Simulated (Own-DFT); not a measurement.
Simulation results for Hf16O31 (monoclinic hafnia with two neutral oxygen vacancies, strained, atoms displaced), Hf31SiO64 (monoclinic hafnia with substituted atoms, atoms displaced)

A calculation, not a measurement: plane-wave PBE and HSE06 DFT by an unreviewed code, no spin, of a simulated cell at Gamma alone, so results move with cell size and shape, stress positive in tension, energies less offsets, not probed for a lower state with spin; hafnium file: forces about 75 meV/angstrom off all-electron values; oxygen file: force components 24 meV/angstrom off all-electron in a glass; k mesh not checked against a denser one; forces and stress are PBE's, HSE06 gives the energy alone, and its difference from PBE has offsets of its own; offsets are fitted by least squares, one for each functional and potential file, so energies compare only between cells with the same atoms and settings and are not formation energies; the far tail of each file's local potential was reset to the Coulomb form; each entry is a single point on an unrelaxed cell, so the pressure reflects the starting lattice, mostly measured values, from which strain is counted, and rises with the displacements; printed positions are rounded, which can move forces by about a meV/angstrom; the program is a retired in-house code; no spin-orbit coupling. Program: Own-DFT development build.

Common to all runs: first functional PBE; second functional HSE06; exact exchange share 0.25; screening 0.11 1/bohr; exchange divergence Gygi-Baldereschi; potential files PseudoDojo norm-conserving, scalar-relativistic, made for PBE, standard set; wave cutoff 48 hartree; occupations fixed; k mesh 1 x 1 x 1 centred on Gamma.

```json
{"entry": 1, "formula": "Hf16O31", "kind": "monoclinic hafnia with two neutral oxygen vacancies, strained, atoms displaced", "structure": {"cell_angstrom": [[10.0652, 0.0128, 0.0784], [0.013, 10.2911, 0.0536], [-1.5875, 0.052, 10.6114]], "atoms_fractional": [["Hf", 0.13336, 0.02739, 0.08622], ["Hf", 0.37262, 0.25704, 0.1385], ["Hf", 0.36855, 0.48773, 0.39306], ["Hf", 0.1355, 0.22789, 0.34433], ["O", 0.0453, 0.16598, 0.17566], ["O", 0.47057, 0.41533, 0.0711], ["O", 0.48005, 0.31893, 0.32269], ["O", 0.03239, 0.09027, 0.41258], ["O", 0.22252, 0.39125, 0.23735], ["O", 0.27862, 0.11598, 0.00017], ["O", 0.28342, 0.13498, 0.26787], ["O", 0.22988, 0.38077, 0.48326], ["Hf", 0.13771, 0.01126, 0.59168], ["Hf", 0.36093, 0.27883, 0.6329], ["Hf", 0.34842, 0.48509, 0.90026], ["Hf", 0.14125, 0.23086, 0.85732], ["O", 0.0457, 0.16206, 0.68084], ["O", 0.46587, 0.41453, 0.57137], ["O", 0.45892, 0.33018, 0.83437], ["O", 0.03566, 0.08929, 0.9324], ["O", 0.22654, 0.38198, 0.73082], ["O", 0.26749, 0.13394, 0.50725], ["O", 0.27397, 0.11336, 0.75454], ["O", 0.2207, 0.3626, 0.99487], ["Hf", 0.1487, 0.52724, 0.1121], ["Hf", 0.3573, 0.78383, 0.1431], ["Hf", 0.35705, 0.95196, 0.38832], ["Hf", 0.13344, 0.72284, 0.33429], ["O", 0.05054, 0.66298, 0.1679], ["O", 0.46666, 0.91548, 0.05805], ["O", 0.48224, 0.83601, 0.33204], ["O", 0.04099, 0.57413, 0.40231], ["O", 0.22348, 0.8838, 0.22379], ["O", 0.26612, 0.61634, 0.02418], ["O", 0.26668, 0.60101, 0.25959], ["O", 0.21589, 0.88173, 0.47952], ["Hf", 0.14005, 0.50907, 0.60762], ["Hf", 0.37534, 0.78214, 0.64686], ["Hf", 0.35023, 0.98462, 0.89788], ["Hf", 0.13755, 0.73958, 0.84892], ["O", 0.04713, 0.66999, 0.6743], ["O", 0.47015, 0.91222, 0.57195], ["O", 0.46419, 0.82216, 0.82535], ["O", 0.03159, 0.58089, 0.92429], ["O", 0.21822, 0.89091, 0.73383], ["O", 0.27768, 0.61657, 0.50975], ["O", 0.27534, 0.6254, 0.75228], ["O", 0.22083, 0.85693, 0.99586], ["Hf", 0.63143, 0.03368, 0.10141], ["Hf", 0.86793, 0.27174, 0.15846], ["Hf", 0.86178, 0.47831, 0.40423], ["Hf", 0.64202, 0.24461, 0.34926], ["O", 0.54073, 0.15024, 0.17372], ["O", 0.96485, 0.40485, 0.07874], ["O", 0.9479, 0.33296, 0.32621], ["O", 0.52769, 0.09354, 0.43151], ["O", 0.73217, 0.37333, 0.24485], ["O", 0.7763, 0.13118, 0.26359], ["O", 0.73542, 0.36574, 0.49748], ["Hf", 0.63257, 0.02415, 0.60205], ["Hf", 0.8695, 0.2722, 0.64432], ["Hf", 0.86652, 0.48674, 0.9013], ["Hf", 0.63569, 0.22729, 0.85051], ["O", 0.54034, 0.17186, 0.66594], ["O", 0.97107, 0.41826, 0.57748], ["O", 0.96418, 0.3416, 0.8272], ["O", 0.55753, 0.07666, 0.93974], ["O", 0.72359, 0.37097, 0.73888], ["O", 0.78301, 0.11322, 0.51879], ["O", 0.77895, 0.11364, 0.7553], ["Hf", 0.63569, 0.52271, 0.09472], ["Hf", 0.8605, 0.77141, 0.13497], ["Hf", 0.86098, 0.97267, 0.39873], ["Hf", 0.63566, 0.72491, 0.34766], ["O", 0.52568, 0.67625, 0.18147], ["O", 0.96472, 0.92118, 0.07853], ["O", 0.95805, 0.83693, 0.3275], ["O", 0.54032, 0.57184, 0.42553], ["O", 0.73375, 0.87622, 0.24365], ["O", 0.77485, 0.61255, 0.00696], ["O", 0.77222, 0.61555, 0.27206], ["O", 0.71147, 0.86363, 0.48572], ["Hf", 0.64123, 0.52544, 0.60324], ["Hf", 0.86027, 0.76146, 0.64538], ["Hf", 0.86365, 0.97637, 0.90028], ["Hf", 0.63713, 0.73087, 0.84735], ["O", 0.53889, 0.65635, 0.67999], ["O", 0.9547, 0.92523, 0.57997], ["O", 0.96269, 0.82949, 0.81965], ["O", 0.52646, 0.57097, 0.92144], ["O", 0.72552, 0.88184, 0.74656], ["O", 0.79288, 0.63158, 0.51353], ["O", 0.78199, 0.61619, 0.75383], ["O", 0.72522, 0.8612, 0.99397]]}, "results": {"PBE_energy_of_cell_above_offsets [eV]": "-77.133", "HSE06_less_PBE_above_offsets [eV]": "0.984", "PBE_pressure [GPa]": 11.4, "PBE_stress_xx [GPa]": -14.92, "PBE_stress_yy [GPa]": -11.59, "PBE_stress_zz [GPa]": -7.71, "PBE_stress_yz [GPa]": 0.28, "PBE_stress_xz [GPa]": 0.84, "PBE_stress_xy [GPa]": 1.78, "force_element": ["Hf", "Hf", "Hf", "Hf", "O", "O", "O", "O", "O", "O", "O", "O", "Hf", "Hf", "Hf", "Hf", "O", "O", "O", "O", "O", "O", "O", "O", "Hf", "Hf", "Hf", "Hf", "O", "O", "O", "O", "O", "O", "O", "O", "Hf", "Hf", "Hf", "Hf", "O", "O", "O", "O", "O", "O", "O", "O", "Hf", "Hf", "Hf", "Hf", "O", "O", "O", "O", "O", "O", "O", "Hf", "Hf", "Hf", "Hf", "O", "O", "O", "O", "O", "O", "O", "Hf", "Hf", "Hf", "Hf", "O", "O", "O", "O", "O", "O", "O", "O", "Hf", "Hf", "Hf", "Hf", "O", "O", "O", "O", "O", "O", "O", "O"], "force_x [eV/angstrom]": [-0.653, -1.22, -2.231, 1.053, -0.382, -1.17, -5.476, -0.946, 1.258, 0.335, 1.144, -0.661, -1.372, -0.242, 1.377, -0.729, -1.046, 1.532, -0.253, -0.992, -0.275, 0.507, 1.064, 0.707, -3.394, 2.392, 1.535, -1.708, -4.335, -1.467, -3.138, -0.469, -0.122, 4.306, 2.298, 0.337, 1.457, -2.819, 2.827, -0.397, -1.374, -0.933, -1.0, 1.85, 0.894, 1.008, 0.281, 0.03, 6.797, -0.964, 1.019, 3.183, -4.655, 0.526, 3.098, -0.021, -2.105, 0.426, -0.938, 2.54, -0.791, -0.261, 0.72, -1.357, -0.668, 1.49, -2.525, -0.271, -0.053, 0.124, -0.628, -0.896, -1.718, 3.265, 0.545, -0.005, 2.996, 1.997, -0.948, -0.049, 0.685, 0.483, 0.594, 0.987, -1.717, 0.646, -0.882, 0.475, 0.088, 1.481, -0.689, -1.361, -0.57, 0.523], "force_y [eV/angstrom]": [-0.467, 2.307, -3.089, 1.552, -0.492, -1.333, 3.867, -1.379, -3.159, 1.962, -1.831, -1.3, 3.625, -2.502, -1.229, 0.715, 0.813, 0.924, -0.21, 0.337, -1.004, 0.054, 1.051, -0.453, -6.64, -2.226, 7.406, -0.299, 3.746, -1.546, 0.784, 0.382, -0.024, 3.173, 4.544, -2.825, 3.317, -3.703, -1.665, -2.792, 0.093, -0.46, 1.608, 2.053, -2.212, 2.517, -0.207, 1.594, -5.671, -0.761, 0.795, -4.542, 4.671, 1.59, -0.737, -1.132, 2.515, -2.08, 0.261, 1.01, -2.345, -3.346, 1.1, 0.515, -0.405, -1.388, 1.274, 1.106, 1.719, 0.35, -1.417, 0.105, 2.378, -0.038, -1.577, -0.872, -2.509, 1.787, -0.08, 2.576, 0.079, -0.238, -2.755, 2.197, 0.921, -0.697, 1.252, -1.255, 0.712, 2.14, -1.363, -1.163, 0.427, -0.481], "force_z [eV/angstrom]": [4.833, 2.027, 0.262, 2.247, -1.091, 1.06, -1.619, 0.725, 0.538, 1.324, -1.697, 0.054, 0.769, 0.856, -1.428, -2.775, -0.289, 0.308, -0.374, -2.226, 1.781, 0.266, 1.248, -0.634, -1.369, -1.06, 0.892, 3.786, -0.423, 1.725, -1.576, 0.766, 1.868, -2.613, 0.949, -0.227, -1.706, 0.639, -2.832, -1.016, -0.893, -0.572, -0.015, -0.216, 1.359, -0.21, 2.074, -1.637, 2.063, -2.418, -1.792, 3.301, 2.06, -0.656, 1.574, -0.631, -1.516, -0.32, -0.386, -1.02, 1.308, -0.824, -0.55, 1.138, -0.062, -0.559, -5.395, -0.125, -0.241, 1.879, 1.803, 2.467, -0.16, 1.595, -1.647, -0.23, -1.296, -0.163, -1.52, 0.693, -2.268, 0.619, 0.701, -0.431, -1.981, 1.096, -0.653, -0.104, 1.397, -0.111, -0.181, -0.237, 0.63, -0.714]}}
{"entry": 2, "formula": "Hf31SiO64", "kind": "monoclinic hafnia with substituted atoms, atoms displaced", "structure": {"cell_angstrom": [[10.234, 0.0, 0.0], [0.0, 10.35, 0.0], [-1.6955, 0.0, 10.4453]], "atoms_fractional": [["Hf", 0.13966, 0.01817, 0.10258], ["Hf", 0.36294, 0.27213, 0.14469], ["Hf", 0.36398, 0.47904, 0.39747], ["Hf", 0.13855, 0.22793, 0.35514], ["O", 0.03841, 0.16891, 0.17627], ["O", 0.46303, 0.41707, 0.0753], ["O", 0.46052, 0.33633, 0.32231], ["O", 0.03439, 0.082, 0.42478], ["O", 0.2288, 0.38142, 0.237], ["O", 0.27576, 0.12863, 0.01503], ["O", 0.26943, 0.12428, 0.2602], ["O", 0.22375, 0.36725, 0.49219], ["Hf", 0.13461, 0.01958, 0.60229], ["Hf", 0.36528, 0.2689, 0.6454], ["Hf", 0.3621, 0.47922, 0.89601], ["Hf", 0.14246, 0.23329, 0.85251], ["O", 0.03889, 0.16865, 0.67437], ["O", 0.46552, 0.41522, 0.57706], ["O", 0.46522, 0.33654, 0.82858], ["O", 0.0365, 0.08382, 0.91943], ["O", 0.22162, 0.38049, 0.73998], ["O", 0.27358, 0.12511, 0.50687], ["O", 0.28047, 0.1208, 0.75942], ["O", 0.22452, 0.37437, 0.99153], ["Hf", 0.13585, 0.51979, 0.10028], ["Hf", 0.36284, 0.77266, 0.14767], ["Hf", 0.36103, 0.98271, 0.40105], ["Hf", 0.13156, 0.73058, 0.35063], ["O", 0.03528, 0.66137, 0.17211], ["O", 0.46395, 0.91661, 0.0721], ["O", 0.4686, 0.83175, 0.32931], ["O", 0.03801, 0.58416, 0.42073], ["O", 0.22458, 0.87889, 0.24331], ["O", 0.2774, 0.63028, 0.00606], ["O", 0.27627, 0.61962, 0.26109], ["O", 0.22629, 0.86873, 0.49301], ["Hf", 0.13909, 0.5203, 0.60225], ["Hf", 0.36516, 0.7752, 0.64826], ["Hf", 0.36128, 0.97997, 0.894], ["Hf", 0.13261, 0.73129, 0.85069], ["O", 0.03551, 0.66675, 0.67151], ["O", 0.46628, 0.91028, 0.57997], ["O", 0.4584, 0.83737, 0.82517], ["O", 0.03456, 0.58679, 0.91835], ["O", 0.21951, 0.8804, 0.73761], ["O", 0.27584, 0.63188, 0.51018], ["O", 0.28109, 0.62107, 0.76114], ["O", 0.22775, 0.87293, 0.99237], ["Hf", 0.64028, 0.01837, 0.10281], ["Hf", 0.86253, 0.2699, 0.14428], ["Hf", 0.86101, 0.47832, 0.39661], ["Hf", 0.63738, 0.22865, 0.35817], ["O", 0.53671, 0.16632, 0.1678], ["O", 0.96434, 0.41853, 0.07525], ["O", 0.95854, 0.33948, 0.32719], ["O", 0.54082, 0.08624, 0.42597], ["O", 0.72365, 0.3793, 0.2439], ["O", 0.77481, 0.1311, 0.00438], ["O", 0.78247, 0.12019, 0.26351], ["O", 0.72021, 0.37004, 0.48854], ["Hf", 0.64138, 0.02071, 0.6044], ["Hf", 0.86301, 0.27052, 0.64664], ["Hf", 0.86592, 0.47893, 0.89843], ["Hf", 0.63814, 0.23511, 0.85079], ["O", 0.53472, 0.16835, 0.67105], ["O", 0.96712, 0.41262, 0.57563], ["O", 0.96599, 0.33473, 0.82362], ["O", 0.53439, 0.08583, 0.92479], ["O", 0.72305, 0.37683, 0.73422], ["O", 0.77249, 0.1287, 0.51215], ["O", 0.77808, 0.12161, 0.76223], ["O", 0.72483, 0.37256, 0.99913], ["Hf", 0.63613, 0.51901, 0.10422], ["Hf", 0.86543, 0.77064, 0.14945], ["Si", 0.865, 0.97792, 0.40088], ["Hf", 0.64354, 0.73075, 0.35748], ["O", 0.5384, 0.66712, 0.17158], ["O", 0.96663, 0.92072, 0.0809], ["O", 0.95812, 0.83424, 0.32678], ["O", 0.5371, 0.58412, 0.42494], ["O", 0.72472, 0.87911, 0.23773], ["O", 0.77852, 0.62565, 0.00914], ["O", 0.77271, 0.6211, 0.25861], ["O", 0.72731, 0.87089, 0.48902], ["Hf", 0.64105, 0.51998, 0.60364], ["Hf", 0.86256, 0.76586, 0.64354], ["Hf", 0.86034, 0.97815, 0.89345], ["Hf", 0.63759, 0.72612, 0.84977], ["O", 0.53622, 0.66285, 0.67101], ["O", 0.95939, 0.91709, 0.57877], ["O", 0.96078, 0.8359, 0.82829], ["O", 0.53916, 0.5839, 0.91731], ["O", 0.72323, 0.87673, 0.73625], ["O", 0.78481, 0.62826, 0.50816], ["O", 0.77246, 0.61939, 0.75841], ["O", 0.72253, 0.87297, 0.98446]]}, "results": {"PBE_energy_of_cell_above_offsets [eV]": "-91.139", "HSE06_less_PBE_above_offsets [eV]": "0.077", "PBE_pressure [GPa]": 2.49, "PBE_stress_xx [GPa]": -2.46, "PBE_stress_yy [GPa]": -2.13, "PBE_stress_zz [GPa]": -2.88, "PBE_stress_yz [GPa]": -0.12, "PBE_stress_xz [GPa]": 0.18, "PBE_stress_xy [GPa]": -0.02, "force_element": ["Hf", "Hf", "Hf", "Hf", "O", "O", "O", "O", "O", "O", "O", "O", "Hf", "Hf", "Hf", "Hf", "O", "O", "O", "O", "O", "O", "O", "O", "Hf", "Hf", "Hf", "Hf", "O", "O", "O", "O", "O", "O", "O", "O", "Hf", "Hf", "Hf", "Hf", "O", "O", "O", "O", "O", "O", "O", "O", "Hf", "Hf", "Hf", "Hf", "O", "O", "O", "O", "O", "O", "O", "O", "Hf", "Hf", "Hf", "Hf", "O", "O", "O", "O", "O", "O", "O", "O", "Hf", "Hf", "Si", "Hf", "O", "O", "O", "O", "O", "O", "O", "O", "Hf", "Hf", "Hf", "Hf", "O", "O", "O", "O", "O", "O", "O", "O"], "force_x [eV/angstrom]": [-0.22, -0.122, -0.491, -0.721, -0.589, 0.351, 1.077, -2.289, -0.942, 0.165, 0.981, 0.199, 0.217, -0.803, -0.157, -0.498, -0.16, 0.224, 0.203, -0.02, 0.382, 0.16, -0.242, -0.17, 1.497, 0.557, 0.462, 1.795, -0.665, 0.362, -0.421, -0.657, 0.076, -0.408, -0.154, -0.328, 0.621, -1.206, 0.064, 1.594, -0.029, 1.199, 1.294, -0.451, -0.281, -0.109, -0.688, -0.695, -0.426, -0.155, -0.113, 0.515, 0.172, 0.196, 1.627, -1.637, -0.245, 0.123, -0.029, 0.327, -0.205, 0.447, -0.737, -0.234, 0.432, -0.17, -0.052, 0.214, 0.012, 1.342, -0.247, 0.148, 0.384, -1.094, 1.485, -0.785, -0.594, -0.56, -0.971, 0.331, 0.147, 0.074, 0.63, 1.007, -0.663, -0.421, 0.02, -0.131, -0.278, -0.099, 0.74, -0.665, -0.002, -0.704, 0.712, 0.168], "force_y [eV/angstrom]": [0.825, -0.306, 0.738, 0.653, 0.141, 0.195, -0.679, -1.353, -0.121, 0.35, -0.635, 0.208, 0.001, 0.454, 1.058, -0.911, -0.199, -0.012, -0.474, 0.034, -0.236, 0.282, 0.414, -0.392, 0.07, -0.556, -1.11, -0.393, 1.012, -0.164, 0.708, -0.367, 0.229, 0.144, 0.413, 0.53, 0.324, -1.654, 0.4, 0.239, -0.027, 1.689, -0.795, -0.539, -0.075, -0.448, 0.072, -0.33, 0.409, -0.171, 0.192, 0.383, 0.14, -0.331, -1.243, -0.924, -0.098, 0.098, -1.388, 0.141, -0.21, -0.218, 0.25, -1.059, -0.445, 0.29, 0.18, 0.383, 0.001, -0.661, -0.022, -0.384, 0.479, 0.127, -0.037, -0.297, 0.334, -0.628, 1.956, 0.052, 0.16, 0.524, -0.062, 1.108, 0.097, 0.537, 0.862, 0.571, 0.459, 0.863, -0.898, -0.595, 0.12, 0.09, -0.147, -0.396], "force_z [eV/angstrom]": [0.164, 0.007, -0.372, -0.728, -0.55, 0.031, 0.722, -0.615, 0.305, -0.683, 0.543, -0.236, 0.724, 0.163, -0.238, 0.419, -0.374, 0.162, -0.493, 0.114, 0.041, 0.495, -0.153, -0.607, 0.759, 0.015, -0.944, 1.029, 0.223, 0.728, 0.089, 0.152, -0.144, 0.504, -0.22, -0.476, 0.016, -0.38, 0.652, 0.449, -0.01, -0.779, 0.104, 0.255, 0.149, 0.039, -0.213, -0.376, -0.232, 0.807, -0.559, -1.488, 0.846, 0.072, -0.307, -0.044, -0.473, 0.698, 1.213, 0.362, 0.468, -0.284, -0.307, 1.172, -0.008, 0.016, 0.492, -0.755, 0.899, -0.55, -0.572, -1.488, 0.248, -1.454, 0.52, -1.251, 0.026, -0.244, 1.585, -0.12, 0.579, 0.131, 0.283, -0.821, -0.353, 0.369, 0.589, 0.672, 0.073, -1.913, -0.389, 0.454, -0.241, 0.488, 0.007, 0.321]}}
{"entry": 3, "formula": "Hf31SiO64", "kind": "monoclinic hafnia with substituted atoms, atoms displaced", "structure": {"cell_angstrom": [[10.234, 0.0, 0.0], [0.0, 10.35, 0.0], [-1.6955, 0.0, 10.4453]], "atoms_fractional": [["Hf", 0.13176, 0.01487, 0.10149], ["Hf", 0.35937, 0.26692, 0.14827], ["Hf", 0.35681, 0.48087, 0.39348], ["Hf", 0.13673, 0.23081, 0.35221], ["O", 0.03113, 0.16186, 0.17203], ["O", 0.46508, 0.41621, 0.07888], ["O", 0.46717, 0.33288, 0.32162], ["O", 0.04134, 0.083, 0.42072], ["O", 0.22652, 0.3791, 0.24143], ["O", 0.27262, 0.12688, 0.01187], ["O", 0.2754, 0.12087, 0.25989], ["O", 0.22543, 0.37023, 0.48842], ["Hf", 0.13748, 0.02014, 0.60215], ["Hf", 0.35681, 0.26678, 0.64783], ["Hf", 0.37038, 0.47799, 0.89852], ["Hf", 0.13524, 0.22786, 0.84731], ["O", 0.03607, 0.16792, 0.66937], ["O", 0.46255, 0.41231, 0.57674], ["O", 0.46165, 0.3382, 0.83107], ["O", 0.03372, 0.08114, 0.91882], ["O", 0.2235, 0.38663, 0.73907], ["O", 0.28263, 0.1336, 0.50531], ["O", 0.27646, 0.12017, 0.75664], ["O", 0.22093, 0.36955, 0.9921], ["Hf", 0.14195, 0.51884, 0.10763], ["Hf", 0.35998, 0.76524, 0.14765], ["Hf", 0.36378, 0.97964, 0.39489], ["Hf", 0.13593, 0.73239, 0.35126], ["O", 0.03853, 0.6664, 0.17397], ["O", 0.45966, 0.9126, 0.07677], ["O", 0.46838, 0.8359, 0.3274], ["O", 0.03702, 0.58279, 0.42352], ["O", 0.22287, 0.88083, 0.23697], ["O", 0.27344, 0.62593, 0.0144], ["O", 0.273, 0.61948, 0.25789], ["O", 0.22539, 0.87156, 0.48975], ["Hf", 0.13883, 0.52295, 0.60277], ["Hf", 0.35751, 0.7733, 0.64459], ["Hf", 0.36398, 0.98303, 0.89977], ["Hf", 0.13175, 0.73158, 0.84927], ["O", 0.03684, 0.66719, 0.67131], ["O", 0.45879, 0.91214, 0.57567], ["O", 0.46172, 0.82957, 0.82315], ["O", 0.03793, 0.59013, 0.92853], ["O", 0.22504, 0.88171, 0.73965], ["O", 0.27544, 0.62146, 0.50658], ["O", 0.27643, 0.62276, 0.75772], ["O", 0.22986, 0.87506, 0.99135], ["Hf", 0.6377, 0.01786, 0.0998], ["Hf", 0.86281, 0.26766, 0.1428], ["Si", 0.86348, 0.47287, 0.3966], ["Hf", 0.63789, 0.22653, 0.3556], ["O", 0.53941, 0.16434, 0.17562], ["O", 0.9628, 0.40731, 0.0749], ["O", 0.96311, 0.32786, 0.32345], ["O", 0.53854, 0.08866, 0.42382], ["O", 0.72088, 0.38041, 0.24176], ["O", 0.77491, 0.12394, 0.01057], ["O", 0.78024, 0.12454, 0.26228], ["O", 0.72344, 0.37143, 0.48518], ["Hf", 0.63615, 0.01956, 0.60287], ["Hf", 0.86253, 0.27139, 0.64838], ["Hf", 0.85507, 0.47942, 0.89118], ["Hf", 0.63405, 0.22814, 0.84955], ["O", 0.53878, 0.16575, 0.67635], ["O", 0.96289, 0.41772, 0.58227], ["O", 0.96206, 0.32855, 0.82096], ["O", 0.53646, 0.08433, 0.92441], ["O", 0.72535, 0.38109, 0.74144], ["O", 0.77556, 0.13415, 0.5037], ["O", 0.77619, 0.11864, 0.75749], ["O", 0.7237, 0.37113, 0.98754], ["Hf", 0.63695, 0.52456, 0.0993], ["Hf", 0.8601, 0.7762, 0.1436], ["Hf", 0.86091, 0.98082, 0.40329], ["Hf", 0.63717, 0.72865, 0.35229], ["O", 0.53383, 0.66909, 0.17528], ["O", 0.96162, 0.91463, 0.07422], ["O", 0.96281, 0.83175, 0.32616], ["O", 0.53684, 0.5803, 0.42377], ["O", 0.72502, 0.87948, 0.24339], ["O", 0.77692, 0.62985, 0.00906], ["O", 0.77568, 0.61899, 0.25965], ["O", 0.721, 0.87159, 0.48935], ["Hf", 0.63677, 0.52396, 0.60319], ["Hf", 0.8591, 0.77368, 0.64484], ["Hf", 0.85775, 0.98514, 0.89917], ["Hf", 0.6373, 0.7349, 0.85588], ["O", 0.54064, 0.66587, 0.67633], ["O", 0.96757, 0.92037, 0.57837], ["O", 0.96037, 0.83696, 0.82844], ["O", 0.53182, 0.58201, 0.92129], ["O", 0.72395, 0.88247, 0.7358], ["O", 0.77157, 0.62702, 0.50988], ["O", 0.77618, 0.61921, 0.75986], ["O", 0.72792, 0.86995, 0.99263]]}, "results": {"PBE_energy_of_cell_above_offsets [eV]": "-89.871", "HSE06_less_PBE_above_offsets [eV]": "0.144", "PBE_pressure [GPa]": 3.16, "PBE_stress_xx [GPa]": -3.09, "PBE_stress_yy [GPa]": -2.71, "PBE_stress_zz [GPa]": -3.68, "PBE_stress_yz [GPa]": 0.27, "PBE_stress_xz [GPa]": 0.0, "PBE_stress_xy [GPa]": -0.42, "force_element": ["Hf", "Hf", "Hf", "Hf", "O", "O", "O", "O", "O", "O", "O", "O", "Hf", "Hf", "Hf", "Hf", "O", "O", "O", "O", "O", "O", "O", "O", "Hf", "Hf", "Hf", "Hf", "O", "O", "O", "O", "O", "O", "O", "O", "Hf", "Hf", "Hf", "Hf", "O", "O", "O", "O", "O", "O", "O", "O", "Hf", "Hf", "Si", "Hf", "O", "O", "O", "O", "O", "O", "O", "O", "Hf", "Hf", "Hf", "Hf", "O", "O", "O", "O", "O", "O", "O", "O", "Hf", "Hf", "Hf", "Hf", "O", "O", "O", "O", "O", "O", "O", "O", "Hf", "Hf", "Hf", "Hf", "O", "O", "O", "O", "O", "O", "O", "O"], "force_x [eV/angstrom]": [1.223, 0.759, 1.48, 0.549, 0.487, 0.147, -0.771, -0.689, -0.316, 0.291, -0.056, -0.617, 0.813, 0.645, -3.085, 0.229, 0.135, 0.331, 1.454, -0.129, -0.042, -0.41, -0.02, 0.243, -1.106, -0.354, -0.16, -0.507, -0.79, 1.509, -0.533, -2.153, 0.023, 0.627, 0.436, -0.35, 0.051, 0.145, -0.888, 0.702, -0.93, 1.546, 0.267, -1.138, -0.216, 0.04, -0.062, -0.933, -0.773, -1.078, 0.653, 0.913, -0.368, 0.909, -1.578, -1.462, 1.037, -0.002, -0.094, 1.484, -0.092, -0.446, 1.554, 0.496, -0.832, -0.233, 0.122, -0.237, -0.435, 0.163, -0.166, -0.419, 0.197, 0.548, 0.52, 0.419, 0.484, 0.386, -0.057, -0.677, -0.072, -0.276, 0.405, 0.348, -0.33, 0.382, 0.911, -0.146, -0.895, -0.714, 0.125, 1.435, -0.454, 1.186, 0.169, -0.884], "force_y [eV/angstrom]": [1.027, 0.396, -1.147, -0.177, -0.187, 0.046, 0.457, -0.644, -0.208, -0.073, -0.087, -0.154, 0.441, 1.582, 0.741, 0.739, -0.268, 0.024, -2.055, 0.107, -1.312, -0.631, 0.23, -0.334, -0.08, 0.643, 0.375, -0.714, 0.463, 0.655, 0.109, -1.299, -0.492, 0.49, 0.341, -0.09, -0.515, -1.579, -1.014, -0.487, 0.817, 1.268, 0.835, -0.792, 0.092, 1.298, 0.263, -0.777, 0.59, 0.719, -0.559, 1.752, -0.494, 1.171, 2.578, -1.701, 0.597, 0.364, -1.023, 1.107, 0.396, 0.201, -0.128, 0.906, 0.02, 0.694, 0.719, -0.175, -0.403, -0.987, 0.347, -0.151, -1.293, -1.961, 0.577, -0.992, -0.489, 0.287, 0.577, 0.421, 0.186, 0.163, -0.811, 0.136, -0.985, -0.929, -0.461, -1.217, 0.708, -0.622, -0.274, 1.339, -0.515, 0.205, 0.86, 0.221], "force_z [eV/angstrom]": [0.242, -0.188, 0.594, 0.175, -0.066, -0.083, 0.556, 0.331, -0.028, -0.619, -0.09, 0.124, -0.248, -1.052, 0.112, 1.449, -0.226, 0.22, -0.822, -0.018, 0.084, 0.599, 0.364, -0.398, -1.233, -0.653, -0.41, -0.082, -0.212, -0.066, 0.076, -0.718, 0.586, -0.191, 0.533, -0.265, 0.233, 0.421, -0.22, 1.099, -0.01, 0.013, 0.807, -0.643, -0.176, 0.248, 0.272, -0.607, 2.108, 0.72, 0.46, -1.232, -0.932, -0.506, 1.522, 0.662, -0.176, -0.411, -0.127, -0.043, -0.351, -1.441, 1.257, 0.748, -0.407, -2.027, 1.054, -0.275, -0.339, 1.385, 0.137, -0.339, 1.825, 1.374, -1.868, 0.484, -0.6, 0.16, 0.342, -0.437, -0.591, -0.192, 0.841, 0.425, -0.455, 0.141, -1.237, -0.991, -0.233, 0.198, -0.441, 0.047, 0.698, -0.315, 0.072, -0.505]}}
```
